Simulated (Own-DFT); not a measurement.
Simulation results for Hf₃₁O₆₄ (monoclinic hafnia with one vacancy, atoms displaced), Hf₃₂O₆₃ (monoclinic hafnia with one vacancy, atoms displaced)

All values are calculated (Own-DFT development build). A calculation, not a measurement: plane-wave PBE density functional theory by an unreviewed code, no spin, of a simulated periodic cell, stress positive in tension, free energy of the whole cell less one offset for each atom, defect cell not probed for a lower state with spin; hafnium file: forces about 75 meV/angstrom off all-electron values; oxygen file: force components 24 meV/angstrom off all-electron in one glass; forces on such cells passed a denser k mesh, this cell's mesh not checked; offsets are fitted by least squares, one for each functional and potential file, so energies compare only between cells with the same atoms and settings and are not formation energies; the far tail of each file's local potential was reset to the Coulomb form; each entry is a single point on an unrelaxed cell, so the pressure reflects the starting lattice, mostly measured values, from which strain is counted, and rises with the displacements; printed positions are rounded, which can move forces by about a meV/angstrom; the program is a retired in-house code; no spin-orbit coupling; before rounding, a Quantum ESPRESSO 7.3.1 run of the same cell and cutoff gave forces within 1 meV/angstrom rms on each cell, which checks the program and not the settings.

Common to all runs: functional PBE; potential files PseudoDojo norm-conserving, scalar-relativistic, standard set; wave cutoff 72 hartree; occupations Fermi-Dirac; smearing width 0.1 eV; k mesh 2 x 2 x 2 centred on Gamma.

(1) 
```xyz
95
Lattice="10.2340 0.0000 0.0000 0.0000 10.3500 0.0000 -1.6955 0.0000 10.4453" Properties=species:S:1:pos:R:3:force_x:R:1:force_y:R:1:force_z:R:1 formula=Hf31O64 free_energy_of_cell_above_offsets=-79.445 pressure=3.87 stress_xx=-4.14 stress_yy=-3.71 stress_zz=-3.75 stress_yz=-0.14 stress_xz=-0.2 stress_xy=0.31
Hf     1.2582     0.2339     1.0946      0.268     -2.167     -0.573
Hf     3.4821     2.8058     1.5587     -0.691      0.104     -1.093
Hf     3.0644     4.9632     4.1380     -0.794      0.152     -0.072
Hf     0.8204     2.3323     3.7126     -0.238      0.981      0.219
O      0.1070     1.6660     1.8534     -1.413      1.065     -0.198
O      4.6187     4.3097     0.8147      0.209     -0.105      0.392
O      4.1734     3.4202     3.4429      0.159      0.155      0.006
O     -0.3815     0.8881     4.4253     -0.066      -0.29      0.035
O      1.8542     3.9052     2.4505      0.409     -0.129      0.894
O      2.8187     1.3339     0.0887      0.148      0.167      0.711
O      2.3773     1.2365     2.7156      0.353      0.241      0.151
O      1.4776     3.8193     5.1969      -0.18      -0.04     -1.429
Hf     0.3776     0.1593     6.3038      0.483     -0.784      1.239
Hf     2.5858     2.7871     6.7080     -0.676     -0.672      1.145
Hf     2.1770     4.9561     9.3394     -1.196      1.554      0.223
Hf    -0.1395     2.3837     8.9471      2.278      0.022     -0.459
O     -0.6705     1.7437     7.0289     -1.819      0.536       -0.3
O      3.7487     4.2573     6.0106      1.285      1.046       0.03
O      3.3339     3.4915     8.6308      1.127      -0.88     -0.333
O     -1.1681     0.8562     9.6448     -0.903     -0.125      0.136
O      1.0245     3.9684     7.7279       0.21     -0.734      0.001
O      1.9437     1.3012     5.3420      0.208      0.203     -0.579
O      1.5176     1.2651     7.9273      0.535     -0.031      0.483
O      0.6085     3.7965    10.3114      0.216      0.591      0.411
Hf     1.2791     5.4414     1.0683     -0.455      0.216     -1.133
Hf     3.4860     7.9660     1.5045     -1.195      0.628     -0.517
Hf     3.0502    10.1714     4.1162      0.432     -1.667      0.627
Hf     0.8600     7.5305     3.6966     -0.354      0.667      0.024
O      0.0622     6.8662     1.8504     -0.301     -0.122     -0.362
O      4.6310     9.4851     0.8160      0.584      0.638     -0.308
O      4.2413     8.6126     3.3713      -0.33      0.648      0.952
O     -0.3344     6.0865     4.4466      -0.92     -0.721      0.193
O      1.9049     9.0440     2.5578     -0.052      0.977      -0.75
O      2.8186     6.5927     0.1353      0.634     -1.708      0.393
O      2.3680     6.4236     2.6604      0.729     -0.522      1.056
O      1.4886     9.0104     5.1123     -0.226      0.174     -0.057
Hf     0.4440     5.4260     6.3452     -0.877      0.493       1.02
Hf     2.6024     7.9723     6.7937      -1.69      0.577     -0.081
Hf     2.1867    10.1642     9.4176     -1.502     -1.314     -1.453
O     -0.7515     6.9300     7.0427     -0.373     -0.739     -0.975
O      3.7797     9.5088     6.0347        0.3     -0.126      0.059
O      3.3429     8.6293     8.5910      0.922      0.537      1.099
O     -1.1369     6.0901     9.6396     -1.372     -0.998      0.118
O      1.0920     9.0902     7.7363      0.231      1.283     -0.673
O      1.9482     6.5110     5.3143      0.807     -0.352      0.033
O      1.5312     6.4072     7.9898       1.09     -0.219     -1.265
O      0.5789     8.9974    10.3208          1      1.398      0.975
Hf     6.3712     0.2430     1.0726      0.138     -1.332      0.618
Hf     8.5519     2.7657     1.4993      0.898      1.144      0.835
Hf     8.1498     4.8983     4.1574        0.2      1.737      0.218
Hf     5.9189     2.3505     3.6994      0.347     -0.199      0.551
O      5.1999     1.6915     1.8283      -0.44      0.491     -0.092
O      9.7256     4.3147     0.8045      0.421     -0.284       0.26
O      9.2736     3.4735     3.4750      1.476     -1.326     -0.696
O      4.7838     0.8504     4.4331     -0.083      0.216     -0.351
O      7.0279     3.9647     2.5468     -0.403      -0.72     -0.747
O      7.8993     1.3711     0.1254      0.412      0.028     -0.222
O      7.5060     1.2795     2.7506      0.155      0.012     -0.477
O      6.6036     3.8020     5.0757     -0.574      0.376      0.722
Hf     5.5459     0.2053     6.3535     -0.318     -0.724     -1.257
Hf     7.7440     2.7744     6.7504      0.444     -0.015     -0.684
Hf     7.3049     4.9653     9.3539       0.66       1.69      0.685
Hf     5.0724     2.4193     8.8980     -0.243     -0.262     -0.036
O      4.3908     1.6997     6.9618      -0.69      1.114      0.924
O      8.8637     4.2924     6.0549       0.48      0.403      0.107
O      8.4496     3.4985     8.6691      0.169     -0.815     -0.478
O      3.9713     0.8848     9.6595     -0.464      0.056     -0.508
O      6.1880     3.9047     7.6927     -0.472     -0.114      0.226
O      7.0815     1.3262     5.3116      0.232      0.053      0.508
O      6.6902     1.2466     7.9560     -0.172      0.486     -0.024
O      5.7877     3.8708    10.3541     -0.969     -0.692     -0.417
Hf     6.3735     5.3812     1.1291     -0.241      0.993     -0.588
Hf     8.5888     7.9699     1.5244     -0.056      0.078     -0.268
Hf     8.1592    10.1439     4.1222     -0.532     -1.207      0.251
Hf     5.9410     7.4850     3.7031      0.445      2.143     -0.157
O      5.1903     6.9620     1.7946      0.877      -1.44     -0.189
O      9.7282     9.5004     0.7979      0.437      0.341      0.229
O      9.3510     8.6322     3.3701       0.05      0.454       0.73
O      4.8038     6.0509     4.4372     -1.286     -1.323      0.168
O      7.0288     9.1005     2.5049     -0.005      0.409     -0.213
O      7.8937     6.4655     0.1401      0.435      0.409     -0.334
O      7.5044     6.4561     2.7200      0.028     -0.634      0.249
O      6.5604     9.0023     5.1111       0.07      0.458      -0.07
Hf     5.4910     5.3637     6.3478      0.251      0.598     -0.677
Hf     7.6877     7.9370     6.7806      1.465      0.078      0.164
Hf     7.2984    10.1463     9.3377      0.819     -1.113      0.814
Hf     5.0422     7.5770     8.8786      0.261     -0.425      1.409
O      4.3216     6.9081     7.0541      0.598     -0.941     -0.574
O      8.8433     9.4330     6.0898      0.818      1.149     -0.846
O      8.4045     8.6287     8.6495     -0.398      0.133      0.178
O      3.9133     6.0806     9.6785     -0.163     -0.336     -0.297
O      6.1987     9.0939     7.7389     -0.872      0.128     -0.006
O      7.0601     6.5904     5.3261     -0.082     -1.702      0.173
O      6.6564     6.4078     7.8966     -0.509     -0.293      0.593
O      5.7753     9.0130    10.3458     -0.601       0.11     -0.418
```

Units: free_energy_of_cell_above_offsets in eV; pressure, stress_xx, stress_yy, stress_zz, stress_yz, stress_xz, stress_xy in GPa; force_x, force_y, force_z in eV/Å.

(2) 
```xyz
95
Lattice="10.2340 0.0000 0.0000 0.0000 10.3500 0.0000 -1.6955 0.0000 10.4453" Properties=species:S:1:pos:R:3:force_x:R:1:force_y:R:1:force_z:R:1 formula=Hf32O63 free_energy_of_cell_above_offsets=-89.731 pressure=5.96 stress_xx=-6.36 stress_yy=-5.66 stress_zz=-5.85 stress_yz=-0.67 stress_xz=-0.22 stress_xy=0.3
Hf     1.1758     0.3085     1.0516      1.165     -1.675      -0.55
Hf     3.3384     2.7101     1.5929      2.777      2.366     -2.531
Hf     3.0013     4.9567     4.1841      1.084      0.874      -1.62
Hf     0.8579     2.4338     3.7411     -0.804     -0.204     -0.676
O      0.0514     1.7472     1.7243      0.791      0.161      1.722
O      4.5990     4.3762     0.8122      0.229      0.187      0.439
O      4.1339     3.4399     3.3796      1.696     -0.514      1.342
O     -0.2561     0.9665     4.5429     -3.028     -0.785     -2.208
O      1.9659     3.9762     2.5737     -1.539      -0.42       -0.1
O      2.7867     1.3199     0.1303     -0.182     -0.024      0.148
O      2.4430     1.2333     2.6941     -1.447      0.155      0.263
O      1.5047     3.7935     5.1340     -0.606      0.847     -0.198
Hf     0.3880     0.1968     6.3496      0.167     -0.064      0.519
Hf     2.6158     2.8424     6.7514     -0.224     -2.046      1.803
Hf     2.2093     5.0118     9.3000     -1.058       -0.6      1.934
Hf    -0.0540     2.3531     8.9415      1.801      1.261     -0.237
O     -0.6750     1.7516     7.0718     -1.645      0.142     -0.755
O      3.7533     4.2946     6.0349      0.507      0.477     -0.069
O      3.2760     3.5787     8.7036      1.608     -2.006     -1.469
O     -1.1963     0.9616     9.6710     -1.554     -1.668     -0.062
O      1.0455     3.8906     7.6543     -0.429      0.703      0.071
O      1.8529     1.3362     5.2513      2.333      0.424      0.721
O      1.5600     1.1793     7.9488     -0.002       0.51      0.082
O      0.6026     3.8160    10.4104     -0.198      0.322     -0.668
Hf     1.2195     5.4335     1.0557      1.644     -2.316      0.168
Hf     3.4449     7.9800     1.6026      -0.75     -0.554      -1.35
Hf     2.9611    10.1837     4.0760      1.923     -1.476      3.212
Hf     0.7976     7.5987     3.6735       0.85     -0.708      0.939
O      0.1927     6.8471     1.8328     -3.422      2.468      0.101
O      4.6019     9.4817     0.8091      0.482     -0.671      0.886
O      4.1690     8.5871     3.4382      0.708      0.227      0.308
O     -0.3493     6.0741     4.4669     -1.076     -0.238     -1.163
O      1.9218     9.0192     2.5178     -1.196      1.779      0.074
O      2.3640     6.4672     2.6783      0.852     -0.695      0.437
O      1.4867     9.0146     5.2071     -0.673     -0.073     -1.559
Hf     0.3925     5.3674     6.1952       -0.6      0.467      2.096
Hf     2.4700     7.9551     6.7834      2.675      1.215     -0.614
Hf     2.2005    10.0050     9.3790      0.359      3.689     -1.469
Hf    -0.1245     7.5371     8.9525      0.993      0.733      0.001
O     -0.7953     6.9783     7.0189      1.301     -1.713      0.278
O      3.7532     9.4946     6.0791      -0.03      0.205     -0.533
O      3.3348     8.6777     8.6000      1.375     -1.629      0.101
O     -1.2453     6.0219     9.6892      0.273      0.762      -0.79
O      1.0094     9.1017     7.7458     -0.496     -0.837      0.417
O      1.9465     6.5188     5.2353      0.112     -0.215       0.84
O      1.5103     6.4544     7.9500     -0.515     -0.075     -0.136
O      0.7320     9.0792    10.3530     -2.268     -2.032      0.454
Hf     6.2804     0.0782     1.1236      0.571      3.481     -1.739
Hf     8.5701     2.7421     1.6207     -0.996      1.161     -3.683
Hf     8.0819     4.9227     4.1376      1.166      1.297       0.51
Hf     5.9501     2.4244     3.6886     -2.083     -1.561     -0.856
O      5.2107     1.7277     1.7502     -0.337      0.071      0.849
O      9.6692     4.2821     0.8299      0.833      0.531     -0.153
O      9.3178     3.5543     3.3489      1.561     -0.776      1.553
O      4.8124     0.8013     4.4632     -0.803      0.948     -1.442
O      7.0938     3.9081     2.5828     -1.786      0.863     -0.396
O      7.9144     1.3391     0.0604      0.622     -0.968      0.585
O      7.4895     1.2475     2.6689      0.145      -0.51      1.301
O      6.6122     3.7496     5.1277     -0.168      0.876     -0.078
Hf     5.6030     0.2091     6.2854     -3.504     -1.407      1.068
Hf     7.7509     2.7435     6.6862      0.357      0.423      1.903
Hf     7.3088     4.9314     9.3743     -1.261     -1.814      0.036
Hf     5.1217     2.3094     8.8780     -0.451      1.472      2.692
O      4.3427     1.7666     7.1787      -0.77      -0.69     -3.011
O      8.9029     4.2792     5.9990      0.049      0.131     -0.395
O      8.4579     3.4391     8.6157      0.237     -0.032     -0.215
O      3.9272     0.9124     9.6191     -0.919     -1.547      0.914
O      6.1558     3.8700     7.7193      0.351      0.491     -0.955
O      7.0181     1.2606     5.3561      2.098       1.36     -1.274
O      6.6614     1.2269     7.8909      0.901     -0.022      0.101
O      5.7149     3.7964    10.2838      0.009      0.741      0.845
Hf     6.3024     5.4725     1.1670      0.356     -3.525     -2.818
Hf     8.6033     7.9508     1.5170      0.462     -0.041     -0.701
Hf     8.1323    10.1523     4.0773      0.702     -0.233      2.015
Hf     5.9521     7.5625     3.7024     -0.864      0.184      1.287
O      5.1725     6.8641     1.8132     -0.796      1.509      0.539
O      9.7250     9.5166     0.7769      -0.16     -0.752      0.428
O      9.2683     8.6100     3.4129      0.475      0.126      -0.43
O      4.8077     5.9945     4.4516       0.09     -0.003     -0.678
O      6.9957     9.0638     2.5130      0.263     -0.145     -0.275
O      7.9194     6.4266     0.0631     -0.013      1.597      0.963
O      7.5013     6.4959     2.6346      0.257     -0.765      1.359
O      6.6027     9.0546     5.0853      0.038     -0.256     -0.661
Hf     5.4597     5.3741     6.3546      0.218      0.864      0.409
Hf     7.7088     7.8933     6.7996      0.017      2.007     -0.975
Hf     7.2609    10.1441     9.3205      -0.25      0.924      0.296
Hf     5.1002     7.5327     8.9723     -0.457       0.34     -2.289
O      4.3578     6.9347     7.0080     -0.425     -0.393     -0.018
O      8.9026     9.4425     6.0351     -0.096      0.641     -0.566
O      8.4343     8.6708     8.6393      0.699     -0.496      0.965
O      3.8935     6.1047     9.5129     -0.113     -0.193      1.548
O      6.2022     9.0891     7.6614     -0.463     -0.069      1.011
O      7.0982     6.6035     5.3840     -0.532     -2.011     -1.645
O      6.6240     6.3938     7.9151      0.261      0.016      0.749
O      5.6734     9.0399    10.2890      0.548     -0.579      0.729
```

Units: free_energy_of_cell_above_offsets in eV; pressure, stress_xx, stress_yy, stress_zz, stress_yz, stress_xz, stress_xy in GPa; force_x, force_y, force_z in eV/Å.
